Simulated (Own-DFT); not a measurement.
# Computed records: Si23GeO48 (quartz with substituted atoms, atoms displaced)

All values are calculated (Own-DFT development build). A calculation, not a measurement: plane-wave PBE and HSE06 DFT by an unreviewed code, no spin, of a simulated cell at Gamma alone, so results move with cell size and shape, stress positive in tension, energies less offsets, not probed for a lower state with spin; oxygen file: force components 24 meV/angstrom off all-electron in a glass; k mesh not checked against a denser one; forces and stress are PBE's, HSE06 gives the energy alone, and its difference from PBE has offsets of its own; offsets are fitted by least squares, one for each functional and potential file, so energies compare only between cells with the same atoms and settings and are not formation energies; the far tail of each file's local potential was reset to the Coulomb form; each entry is a single point on an unrelaxed cell, so the pressure reflects the starting lattice, mostly measured values (interpolated for alloys), from which strain is counted, and rises with the displacements; printed positions are rounded, which can move forces by about a meV/angstrom; the program, named Own-DFT, is a retired in-house code; no spin-orbit coupling.

Settings shared by all entries: first functional PBE; second functional HSE06; exact exchange share 0.25; screening 0.11 1/bohr; exchange divergence Gygi-Baldereschi; potential files PseudoDojo norm-conserving, scalar-relativistic, made for PBE, standard set; wave cutoff 48 hartree; occupations fixed; k mesh 1 x 1 x 1 centred on Gamma.

```yaml
- entry: 1
  formula: Si23GeO48
  kind: "quartz with substituted atoms, atoms displaced"
  structure:
    cell_angstrom: [[9.8268, 0.0, 0.0], [-4.9134, 8.5103, 0.0], [0.0, 0.0, 10.8104]]
    atoms_fractional:
      - [Si, 0.23374, 0.98982, 0.99497]
      - [Si, 0.98287, 0.23273, 0.32997]
      - [Si, 0.27016, 0.28035, 0.17447]
      - [O, 0.21435, 0.1294, 0.058]
      - [O, 0.42277, 0.29283, 0.2248]
      - [O, 0.3602, 0.08537, 0.39182]
      - [O, 0.08418, 0.3761, 0.42813]
      - [O, 0.12112, 0.20092, 0.26765]
      - [O, 0.30663, 0.42406, 0.08982]
      - [Si, 0.23385, 0.99922, 0.49828]
      - [Si, 0.00307, 0.23799, 0.83268]
      - [Si, 0.2562, 0.26423, 0.65996]
      - [O, 0.20431, 0.13414, 0.54842]
      - [O, 0.41641, 0.29001, 0.73314]
      - [O, 0.36908, 0.08406, 0.88486]
      - [O, 0.084, 0.37734, 0.94108]
      - [O, 0.14304, 0.20364, 0.77758]
      - [O, 0.28787, 0.43981, 0.61467]
      - [Si, 0.25267, 0.51592, 0.00051]
      - [Si, 0.99901, 0.73294, 0.32946]
      - [Si, 0.2643, 0.76384, 0.16029]
      - [O, 0.21877, 0.63471, 0.06087]
      - [O, 0.41358, 0.78545, 0.2287]
      - [O, 0.36295, 0.56768, 0.39653]
      - [O, 0.08502, 0.8818, 0.44828]
      - [O, 0.11852, 0.69523, 0.27733]
      - [O, 0.29163, 0.92039, 0.11167]
      - [Si, 0.24675, 0.52297, 0.4956]
      - [Si, 0.01179, 0.74861, 0.82973]
      - [Si, 0.27175, 0.756, 0.66206]
      - [O, 0.21438, 0.62871, 0.5602]
      - [O, 0.41926, 0.77944, 0.72309]
      - [O, 0.37988, 0.58172, 0.88585]
      - [O, 0.06906, 0.86976, 0.94634]
      - [O, 0.13621, 0.69579, 0.77546]
      - [O, 0.29539, 0.92885, 0.60881]
      - [Si, 0.7422, 0.99468, 0.99441]
      - [Si, 0.49229, 0.22414, 0.33826]
      - [Si, 0.75614, 0.24372, 0.17793]
      - [O, 0.71296, 0.1442, 0.06246]
      - [O, 0.92893, 0.29665, 0.22179]
      - [O, 0.86649, 0.07947, 0.40123]
      - [O, 0.56189, 0.35981, 0.44721]
      - [O, 0.63625, 0.20955, 0.27098]
      - [O, 0.78286, 0.4207, 0.09346]
      - [Si, 0.74743, 0.00535, 0.51413]
      - [Ge, 0.50117, 0.24296, 0.83452]
      - [Si, 0.77112, 0.27535, 0.67137]
      - [O, 0.71117, 0.14929, 0.55856]
      - [O, 0.92202, 0.28847, 0.72612]
      - [O, 0.86317, 0.07292, 0.8921]
      - [O, 0.58885, 0.37303, 0.94719]
      - [O, 0.63639, 0.20207, 0.76892]
      - [O, 0.78811, 0.41525, 0.60093]
      - [Si, 0.73026, 0.48769, 0.00287]
      - [Si, 0.50348, 0.73539, 0.32599]
      - [Si, 0.7644, 0.76371, 0.1813]
      - [O, 0.72257, 0.64559, 0.0642]
      - [O, 0.93796, 0.81649, 0.22351]
      - [O, 0.86444, 0.58108, 0.3953]
      - [O, 0.5726, 0.8609, 0.4439]
      - [O, 0.64521, 0.71466, 0.28313]
      - [O, 0.79257, 0.92966, 0.09817]
      - [Si, 0.73031, 0.49889, 0.49757]
      - [Si, 0.51769, 0.74313, 0.82247]
      - [Si, 0.74394, 0.75218, 0.66637]
      - [O, 0.69742, 0.64702, 0.55529]
      - [O, 0.91864, 0.78781, 0.72708]
      - [O, 0.86798, 0.56254, 0.88245]
      - [O, 0.56334, 0.85446, 0.9407]
      - [O, 0.62702, 0.70237, 0.76963]
      - [O, 0.80829, 0.92521, 0.62211]
  results:
    "PBE_energy_of_cell_above_offsets [eV]": "-5.853"
    "HSE06_less_PBE_above_offsets [eV]": "0.023"
    "PBE_pressure [GPa]": 14.85
    "PBE_stress_xx [GPa]": -17.57
    "PBE_stress_yy [GPa]": -12.23
    "PBE_stress_zz [GPa]": -14.74
    "PBE_stress_yz [GPa]": 0.86
    "PBE_stress_xz [GPa]": 0.79
    "PBE_stress_xy [GPa]": -2.13
    force_element: [Si, Si, Si, O, O, O, O, O, O, Si, Si, Si, O, O, O, O, O, O, Si, Si, Si, O, O, O, O, O, O, Si, Si, Si, O, O, O, O, O, O, Si, Si, Si, O, O, O, O, O, O, Si, Ge, Si, O, O, O, O, O, O, Si, Si, Si, O, O, O, O, O, O, Si, Si, Si, O, O, O, O, O, O]
    "force_x [eV/angstrom]": [1.012, 5.84, -1.387, -0.325, 3.864, -0.964, -0.617, -0.527, 0.193, 4.351, 1.691, 1.504, -0.968, -4.604, -3.246, -0.154, -3.203, 0.707, 1.942, -3.559, -2.144, -2.499, 2.75, 5.866, -5.613, 5.326, -1.114, 1.836, -1.144, -6.106, -7.257, 4.191, -0.727, -0.888, -0.043, 0.86, -6.855, 1.813, 2.09, 1.463, -1.157, 0.072, 0.626, -5.975, 7.851, -2.991, 5.391, -0.22, 1.937, 3.237, 2.074, -7.552, -0.194, -2.5, 1.928, -2.162, 2.744, -0.133, 2.058, -0.527, 1.034, -2.198, 2.966, -1.338, -9.563, 7.083, 1.838, -0.704, -0.588, 1.521, 4.944, -2.861]
    "force_y [eV/angstrom]": [5.655, 2.392, -5.4, 1.321, 0.316, -6.036, 0.294, 0.525, 1.538, 4.078, 1.0, 1.536, 2.33, 2.804, -10.42, -0.954, -0.474, -1.545, -3.945, 4.67, -2.321, 1.326, 0.474, 4.35, -9.221, -0.009, 2.882, -13.19, -5.223, 3.243, 6.377, 1.762, -0.83, -2.279, 1.419, -1.189, 1.189, 7.514, 6.794, -5.359, 0.78, -1.452, 0.511, -1.913, -5.817, -0.873, 3.613, -3.475, -3.312, 0.677, 1.884, -5.788, -0.616, 5.949, 14.05, -0.246, 2.495, -1.298, -0.664, -0.766, 1.149, -1.709, -3.398, 0.243, -0.753, 3.318, -5.711, -0.06, 1.863, 3.058, -2.985, 3.848]
    "force_z [eV/angstrom]": [1.782, 2.152, -3.059, 1.541, 2.741, 1.534, 0.586, 0.12, 1.218, 4.641, 1.285, -0.148, 1.827, -6.364, 4.921, -0.986, 0.861, -0.399, -5.406, 2.109, 3.622, 0.489, 1.098, -6.836, -6.039, -3.427, -2.139, -0.187, 0.495, 1.508, 2.833, 0.646, 1.084, -1.822, -0.862, -0.001, 0.198, -4.144, -6.541, -4.27, -0.944, -0.162, -0.599, 6.453, 10.47, 0.374, -0.383, 0.09, -1.286, 1.001, -2.969, -3.366, 1.227, -2.71, -3.292, 4.29, -8.251, 0.0, 2.491, 0.022, 0.377, 2.566, 5.637, 2.044, 5.397, 1.174, -4.72, -0.633, 0.927, 0.784, -0.2, -2.47]
- entry: 2
  formula: Si23GeO48
  kind: "quartz with substituted atoms, atoms displaced"
  structure:
    cell_angstrom: [[9.8268, 0.0, 0.0], [-4.9134, 8.5103, 0.0], [0.0, 0.0, 10.8104]]
    atoms_fractional:
      - [Si, 0.22353, 0.99653, 0.00241]
      - [Si, 0.01581, 0.22408, 0.31743]
      - [Si, 0.27611, 0.26023, 0.16352]
      - [O, 0.19563, 0.12508, 0.04272]
      - [O, 0.41886, 0.28457, 0.23533]
      - [O, 0.37166, 0.05892, 0.39994]
      - [O, 0.0849, 0.37366, 0.44067]
      - [O, 0.13778, 0.19828, 0.25722]
      - [O, 0.29195, 0.41485, 0.11234]
      - [Si, 0.24561, 0.00664, 0.51303]
      - [Si, 0.99437, 0.23106, 0.83489]
      - [Si, 0.26131, 0.27556, 0.67756]
      - [O, 0.21629, 0.14299, 0.56938]
      - [O, 0.43538, 0.2872, 0.72499]
      - [O, 0.37193, 0.07161, 0.90592]
      - [O, 0.07565, 0.36649, 0.93922]
      - [O, 0.1186, 0.19742, 0.77858]
      - [O, 0.28305, 0.43224, 0.61148]
      - [Si, 0.23235, 0.50558, 0.00117]
      - [Si, 0.99908, 0.74154, 0.34443]
      - [Si, 0.26263, 0.76667, 0.16652]
      - [O, 0.19556, 0.63451, 0.06604]
      - [O, 0.43325, 0.80829, 0.22718]
      - [O, 0.35879, 0.56153, 0.39146]
      - [O, 0.07788, 0.87622, 0.44467]
      - [O, 0.14427, 0.71515, 0.26187]
      - [O, 0.30481, 0.93749, 0.10853]
      - [Si, 0.24489, 0.50178, 0.50476]
      - [Ge, 0.99607, 0.73654, 0.84044]
      - [Si, 0.25529, 0.75969, 0.66697]
      - [O, 0.21909, 0.65011, 0.54008]
      - [O, 0.42326, 0.78942, 0.73156]
      - [O, 0.36676, 0.57343, 0.89168]
      - [O, 0.09601, 0.86428, 0.93204]
      - [O, 0.13302, 0.70488, 0.77584]
      - [O, 0.29732, 0.92643, 0.59809]
      - [Si, 0.73301, 0.01166, 0.99785]
      - [Si, 0.5067, 0.24643, 0.33843]
      - [Si, 0.77171, 0.25446, 0.1622]
      - [O, 0.70077, 0.12186, 0.0514]
      - [O, 0.92787, 0.2799, 0.22591]
      - [O, 0.87006, 0.07704, 0.39387]
      - [O, 0.56623, 0.36069, 0.43711]
      - [O, 0.64159, 0.21073, 0.2668]
      - [O, 0.80572, 0.4395, 0.10941]
      - [Si, 0.73668, 0.99938, 0.48649]
      - [Si, 0.50838, 0.22839, 0.83474]
      - [Si, 0.76552, 0.26845, 0.64849]
      - [O, 0.6926, 0.14289, 0.56003]
      - [O, 0.91581, 0.28873, 0.73522]
      - [O, 0.87875, 0.07221, 0.90539]
      - [O, 0.5743, 0.36378, 0.9445]
      - [O, 0.62522, 0.20091, 0.77561]
      - [O, 0.7983, 0.42328, 0.62028]
      - [Si, 0.7318, 0.50213, 0.00784]
      - [Si, 0.48694, 0.7295, 0.32919]
      - [Si, 0.75784, 0.77633, 0.15784]
      - [O, 0.68942, 0.62474, 0.05195]
      - [O, 0.92347, 0.78547, 0.22415]
      - [O, 0.88202, 0.58789, 0.40011]
      - [O, 0.59243, 0.86566, 0.44975]
      - [O, 0.64463, 0.72292, 0.27612]
      - [O, 0.80177, 0.93795, 0.10307]
      - [Si, 0.7378, 0.50098, 0.48882]
      - [Si, 0.50251, 0.73603, 0.83354]
      - [Si, 0.75964, 0.74242, 0.6654]
      - [O, 0.73278, 0.62494, 0.55558]
      - [O, 0.92122, 0.77723, 0.73612]
      - [O, 0.85829, 0.57433, 0.89182]
      - [O, 0.5641, 0.8746, 0.94186]
      - [O, 0.65127, 0.71519, 0.76598]
      - [O, 0.81432, 0.93541, 0.61228]
  results:
    "PBE_energy_of_cell_above_offsets [eV]": "-2.784"
    "HSE06_less_PBE_above_offsets [eV]": "0.068"
    "PBE_pressure [GPa]": 15.48
    "PBE_stress_xx [GPa]": -13.6
    "PBE_stress_yy [GPa]": -17.42
    "PBE_stress_zz [GPa]": -15.41
    "PBE_stress_yz [GPa]": -1.4
    "PBE_stress_xz [GPa]": 2.86
    "PBE_stress_xy [GPa]": 0.76
    force_element: [Si, Si, Si, O, O, O, O, O, O, Si, Si, Si, O, O, O, O, O, O, Si, Si, Si, O, O, O, O, O, O, Si, Ge, Si, O, O, O, O, O, O, Si, Si, Si, O, O, O, O, O, O, Si, Si, Si, O, O, O, O, O, O, Si, Si, Si, O, O, O, O, O, O, Si, Si, Si, O, O, O, O, O, O]
    "force_x [eV/angstrom]": [8.478, -4.874, -1.907, -3.415, 2.424, 0.557, -0.498, 1.62, -2.063, -4.577, -2.328, 3.379, -0.335, -3.67, 0.265, -0.254, 3.942, 3.636, 1.284, 3.458, 3.637, 1.784, 0.177, 2.975, -0.08, -7.955, -0.791, -5.948, 4.365, 2.206, 0.092, -1.189, 0.049, -0.838, 3.11, 4.286, 7.648, 2.164, -2.719, -7.681, 0.018, 2.878, 1.457, -2.068, 1.608, 3.867, -6.74, 3.19, 1.987, -0.545, -0.618, -0.17, 8.124, -4.932, 2.233, 2.858, 4.043, -2.576, -1.398, -0.361, -6.828, -2.214, -0.969, 4.772, 1.232, 4.956, -5.778, -7.989, -2.213, 1.372, -8.334, -1.276]
    "force_y [eV/angstrom]": [0.368, 2.332, -2.218, 5.763, 1.077, 3.736, -3.454, -2.391, 4.009, 2.911, 0.787, -2.34, 0.042, 0.974, 0.739, 0.793, 0.494, -1.799, -1.301, 4.748, 5.498, -2.667, -0.459, 2.466, 0.622, -2.472, -0.53, 1.81, -5.901, 0.921, -0.038, 0.0, -0.529, 4.339, -1.358, -4.14, -9.949, -11.32, 3.278, 10.25, 0.56, 2.187, 7.5, 0.057, -2.891, 6.097, 0.499, -4.134, -8.586, -0.034, -0.562, -0.323, -0.698, 10.85, -2.439, 1.169, -3.704, 4.68, 0.162, -5.406, -9.497, -0.945, 1.344, -7.524, 1.053, 7.402, 5.639, 3.512, -6.066, -1.02, -2.475, -1.508]
    "force_z [eV/angstrom]": [0.237, 6.701, -5.189, 4.417, 0.121, -1.539, -2.754, 0.911, -2.621, -5.62, 0.715, 0.698, -0.535, -0.791, -1.201, 0.788, -2.096, 5.384, 0.882, -6.005, -3.872, -2.706, -0.286, -2.642, 0.631, 8.56, 0.107, -3.683, -0.054, -1.132, 1.72, -1.786, 0.94, 6.02, -1.657, 6.479, -5.611, -5.578, -1.071, 6.501, -1.5, -3.347, 6.585, 1.66, 1.508, 9.708, 4.242, 12.42, -8.013, -1.34, -0.391, 0.172, -4.648, -6.089, -3.272, 2.132, 1.244, 3.024, -0.383, 0.637, -4.915, 0.619, -0.609, 0.465, 0.092, -4.695, 3.605, -10.55, 3.635, -0.738, 7.194, -1.849]
- entry: 3
  formula: Si23GeO48
  kind: "quartz with substituted atoms, atoms displaced"
  structure:
    cell_angstrom: [[9.8268, 0.0, 0.0], [-4.9134, 8.5103, 0.0], [0.0, 0.0, 10.8104]]
    atoms_fractional:
      - [Si, 0.2441, 0.0055, 0.01347]
      - [Si, 0.00407, 0.23332, 0.33952]
      - [Si, 0.25188, 0.26363, 0.16778]
      - [O, 0.18781, 0.13497, 0.05644]
      - [O, 0.40847, 0.26341, 0.22149]
      - [O, 0.35934, 0.06494, 0.39307]
      - [O, 0.05419, 0.36124, 0.43787]
      - [O, 0.1191, 0.18671, 0.28252]
      - [O, 0.26724, 0.42741, 0.11313]
      - [Si, 0.23525, 0.00623, 0.49782]
      - [Si, 0.98391, 0.22616, 0.83568]
      - [Si, 0.27864, 0.27764, 0.65028]
      - [O, 0.21729, 0.14299, 0.55434]
      - [O, 0.43015, 0.30706, 0.7339]
      - [O, 0.37173, 0.07624, 0.88771]
      - [O, 0.07653, 0.35781, 0.93589]
      - [O, 0.14121, 0.21136, 0.77799]
      - [O, 0.30534, 0.43091, 0.60724]
      - [Si, 0.22336, 0.49271, 0.00522]
      - [Si, 0.01343, 0.74114, 0.33243]
      - [Si, 0.25443, 0.75806, 0.16841]
      - [O, 0.21101, 0.63738, 0.06113]
      - [O, 0.41964, 0.79601, 0.22531]
      - [O, 0.38499, 0.57272, 0.4004]
      - [O, 0.06547, 0.85322, 0.4478]
      - [O, 0.14466, 0.71023, 0.27443]
      - [O, 0.28837, 0.91306, 0.10581]
      - [Si, 0.23261, 0.51354, 0.48706]
      - [Si, 0.01042, 0.75107, 0.82057]
      - [Si, 0.25868, 0.76177, 0.67415]
      - [O, 0.19777, 0.628, 0.56915]
      - [O, 0.40919, 0.78249, 0.73537]
      - [O, 0.33644, 0.54697, 0.88999]
      - [O, 0.07611, 0.86281, 0.94725]
      - [O, 0.12555, 0.69764, 0.78227]
      - [O, 0.29555, 0.92415, 0.60874]
      - [Si, 0.73859, 0.00649, 0.00722]
      - [Si, 0.49095, 0.23309, 0.34276]
      - [Si, 0.77011, 0.27749, 0.16539]
      - [O, 0.71541, 0.1311, 0.06684]
      - [O, 0.92171, 0.28513, 0.21093]
      - [O, 0.86902, 0.08412, 0.39527]
      - [O, 0.57066, 0.36739, 0.43481]
      - [O, 0.63523, 0.19298, 0.27903]
      - [O, 0.78871, 0.4237, 0.10751]
      - [Si, 0.73102, 0.99168, 0.49659]
      - [Si, 0.48078, 0.21896, 0.82671]
      - [Si, 0.76613, 0.26246, 0.68651]
      - [O, 0.69835, 0.12561, 0.55448]
      - [O, 0.93575, 0.29608, 0.73242]
      - [O, 0.85211, 0.06344, 0.89149]
      - [O, 0.57808, 0.36344, 0.94232]
      - [O, 0.63905, 0.21823, 0.76871]
      - [O, 0.78953, 0.41407, 0.61249]
      - [Si, 0.72783, 0.49136, 0.00923]
      - [Ge, 0.50268, 0.72728, 0.34565]
      - [Si, 0.76323, 0.75135, 0.17431]
      - [O, 0.70957, 0.64215, 0.0699]
      - [O, 0.91869, 0.79947, 0.22905]
      - [O, 0.85957, 0.56383, 0.38655]
      - [O, 0.56704, 0.87418, 0.43886]
      - [O, 0.63939, 0.69786, 0.28216]
      - [O, 0.78963, 0.92235, 0.11355]
      - [Si, 0.73098, 0.50612, 0.49295]
      - [Si, 0.48948, 0.72211, 0.83068]
      - [Si, 0.79306, 0.7828, 0.66171]
      - [O, 0.71386, 0.64589, 0.54724]
      - [O, 0.9239, 0.79513, 0.72891]
      - [O, 0.87512, 0.57831, 0.90025]
      - [O, 0.57299, 0.85738, 0.94373]
      - [O, 0.64756, 0.6953, 0.76557]
      - [O, 0.79717, 0.92912, 0.61297]
  results:
    "PBE_energy_of_cell_above_offsets [eV]": "-4.604"
    "HSE06_less_PBE_above_offsets [eV]": "0.357"
    "PBE_pressure [GPa]": 13.01
    "PBE_stress_xx [GPa]": -12.03
    "PBE_stress_yy [GPa]": -14.83
    "PBE_stress_zz [GPa]": -12.17
    "PBE_stress_yz [GPa]": 1.03
    "PBE_stress_xz [GPa]": -0.26
    "PBE_stress_xy [GPa]": -0.46
    force_element: [Si, Si, Si, O, O, O, O, O, O, Si, Si, Si, O, O, O, O, O, O, Si, Si, Si, O, O, O, O, O, O, Si, Si, Si, O, O, O, O, O, O, Si, Si, Si, O, O, O, O, O, O, Si, Si, Si, O, O, O, O, O, O, Si, Ge, Si, O, O, O, O, O, O, Si, Si, Si, O, O, O, O, O, O]
    "force_x [eV/angstrom]": [-3.605, -4.248, -0.041, 1.954, -0.704, 0.874, 2.224, 3.55, 4.405, 0.622, 7.451, -0.948, -0.613, -0.564, -3.382, -2.208, -0.432, -4.134, -3.057, -4.695, 6.392, -1.012, 1.928, -5.065, 0.755, -4.772, -0.512, 0.486, -1.033, -1.771, 0.075, 2.187, 3.308, 0.783, 3.352, -1.52, 1.31, 3.939, -0.382, -3.683, 5.29, -0.956, -1.067, -2.681, 0.205, 0.076, 5.485, 6.216, 0.489, -3.384, 0.871, -1.765, -8.71, -2.011, -0.71, 0.813, -5.688, 1.097, 9.165, 1.973, -0.522, 1.158, 0.149, 3.247, 4.046, -9.95, 0.095, 6.627, -1.053, -0.354, -3.723, -1.636]
    "force_y [eV/angstrom]": [-0.335, -0.033, -0.634, -0.867, 1.138, 0.17, 5.881, 0.893, -3.458, -4.287, -1.046, -3.684, -1.35, -0.063, -8.741, -0.485, -0.255, 6.724, 1.967, -3.018, 0.697, -1.499, -0.548, -12.31, 2.53, -2.113, 3.418, -4.065, -3.459, 0.07, -0.598, 0.883, 3.932, 1.609, -0.129, 1.107, -6.535, -2.807, -7.236, 3.518, 0.85, -4.058, 1.99, 1.764, 2.985, 3.896, 10.49, 1.751, 1.098, 1.305, 0.432, -2.685, -4.272, 3.184, 5.747, 9.406, 6.218, -7.375, 1.007, 2.191, 2.329, -1.225, -0.424, -2.207, -1.089, -6.609, 1.385, 2.695, 0.568, -0.702, 0.622, 3.751]
    "force_z [eV/angstrom]": [-4.413, -5.413, 0.279, -0.163, 0.13, -0.995, 3.113, -1.915, 5.959, 2.213, 1.52, 8.892, -1.667, -2.244, 6.069, 1.689, -1.947, -5.02, -3.984, -1.049, -3.232, -1.443, 1.375, 5.231, 1.485, 5.242, 0.061, 3.77, 10.05, -0.593, -1.811, -0.064, -2.501, -0.847, -2.596, -0.862, -0.237, -5.475, 3.146, 0.737, 3.728, 1.418, 2.269, 0.197, 1.013, 2.291, -1.257, -11.29, 2.762, -3.497, -1.255, -1.393, 8.073, -2.961, -5.299, -10.21, -0.039, -6.149, 4.488, -1.734, 3.044, 0.588, 0.328, 3.179, 2.77, -2.54, 0.886, 0.847, 0.098, -1.031, 1.069, -2.881]
```
